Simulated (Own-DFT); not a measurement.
# Cleaving wurtzite GaN, m plane (10-10)

Source: density functional calculations with Own-DFT, an unreviewed in-house program that is no longer used. Nothing was measured or relaxed, and spin and spin-orbit coupling are left out.

Limits (not all hold for every row): some atoms lie very close together; forces not confirmed at this smearing and k mesh; k mesh not checked against a denser one.

Both sets of runs: PBE; PseudoDojo norm-conserving scalar-relativistic files (stringent for Ga); cutoff 96 hartree; Gaussian smearing of 0.01 eV. The slab has 64 atoms in 16 layers, two equal faces of 33.07 Å² as cut, 15 Å of vacuum, a dipole correction along the normal and a 6 x 6 x 1 mesh. The bulk cell has 72 atoms, the same measured lattice constants and a 4 x 4 x 3 mesh. In the slab only the 16 atoms nearest the faces were moved at random; u is their rms move along one axis. Energies are counted from -3520.29 eV for each atom.

| slab run | u (Å) | E (eV, cell) |
|---|---|---|
| 1 | 0.0444 | 8.478 |
| 2 | 0.0471 | 8.751 |
| 3 | 0.0487 | 8.582 |
| 4 | 0.0535 | 8.876 |
| 5 | 0.0850 | 10.106 |
| 6 | 0.0882 | 10.477 |
| 7 | 0.0942 | 11.006 |
| 8 | 0.0962 | 11.221 |
| 9 | 0.1006 | 11.121 |
| 10 | 0.1065 | 11.295 |
| 11 | 0.1169 | 12.175 |
| 12 | 0.1253 | 16.226 |

| bulk run | u (Å) | E (meV/atom) |
|---|---|---|
| 1 | 0.0195 | 1.13 |
| 2 | 0.0195 | 1.97 |
| 3 | 0.0202 | 2.67 |
| 4 | 0.0207 | 2.34 |
| 5 | 0.0207 | 2.72 |
| 6 | 0.0208 | 2.37 |
| 7 | 0.0902 | 209.40 |
| 8 | 0.1017 | 279.17 |
| 9 | 0.1043 | 257.08 |
| 10 | 0.1148 | 395.22 |

Q: what is the energy of the unrelaxed surface?

## Worked answer

Take each set to u = 0 with E = a + b u². Residuals are scaled by 1/(u² + 0.0006 Å²) to tame the large moves. Slab: a = 7.79 ± 0.14 eV. Bulk: a = -9.0 ± 0.7 meV/atom. The excess is 7.79 - 64 x (-0.0090) = 8.37 ± 0.14 eV. Over two faces that is 127 meV/Å², or 2.03 ± 0.03 J/m². Relaxing the faces would lower the energy, and the unlike meshes and the reach from the smallest u down to zero add errors that aren't counted here.
